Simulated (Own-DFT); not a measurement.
# Biaxial strain at fixed height in wurtzite AlGaN with randomly placed atoms, 72 atoms (Al27Ga9N36)

Source: density functional calculations with Own-DFT, an unreviewed in-house program that is no longer used. Nothing was measured or relaxed, and spin and spin-orbit coupling are left out.

Method: PBE; PseudoDojo norm-conserving scalar-relativistic files (stringent for Ga); cutoff 96 hartree; 4 x 4 x 3 k mesh centred on Gamma; Gaussian smearing of 0.01 eV.

Keep in mind: forces on such cells passed a denser k mesh, each cell not checked; stress not checked against mesh or cutoff.

Unstrained cell vectors in Å: (9.394, 0.000, 0.000); (-4.697, 8.135, 0.000); (0.000, 0.000, 10.066). The unstrained cell has measured lattice constants (interpolated for alloys), not those of this functional. That, the random moves and any unrelaxed bonds set the pressure at no strain. Each run strains x and y alike by e, as a substrate would, and holds the height along z. Random moves of width 0.05 Å per axis were added to every atom. The random placing of the alloy's atoms differs from row to row. Stress is positive in tension.

```
e (%)  u (Å)  (s_xx + s_yy)/2 (GPa)  s_zz (GPa)
-3.00  0.048                 -26.83      -10.89
-2.50  0.051                 -24.04       -9.91
-2.25  0.051                 -21.19      -10.17
-1.75  0.052                 -16.43      -10.77
-1.00  0.050                 -12.57       -7.64
-0.75  0.053                 -10.72       -8.91
 1.00  0.050                  -0.43       -5.52
 1.25  0.048                   1.04       -5.66
 2.50  0.044                      ?           ?
 3.00  0.051                   8.39       -3.05
```

## Fit

With e as a fraction, the in-plane stress is -5.9 + 593 e - 3860 e² GPa (errors 11 and 628, scatter 0.60), and s_zz is -7.2 + 134 e GPa (slope ± 12, scatter 0.70). At e = 0 the first slope is C11 + C12 and the second 2 C13, both with the ions held to the strained lattice and at the cell's own pressure. The term in e² is negative: the layer stiffens under compression and softens under tension. A free layer would change its height as e changes, and the in-plane slope would drop by 2 C13²/C33 to the biaxial modulus. At fixed height, a misfit of 1 % moves the in-plane stress by about 5.9 GPa and s_zz by 1.3 GPa.

## The run left out

Question: what are the two stresses at e = 2.50 %?

The fitted form gives 6.5 and -3.8 GPa. DFT gave 6.90 and -2.75 GPa.
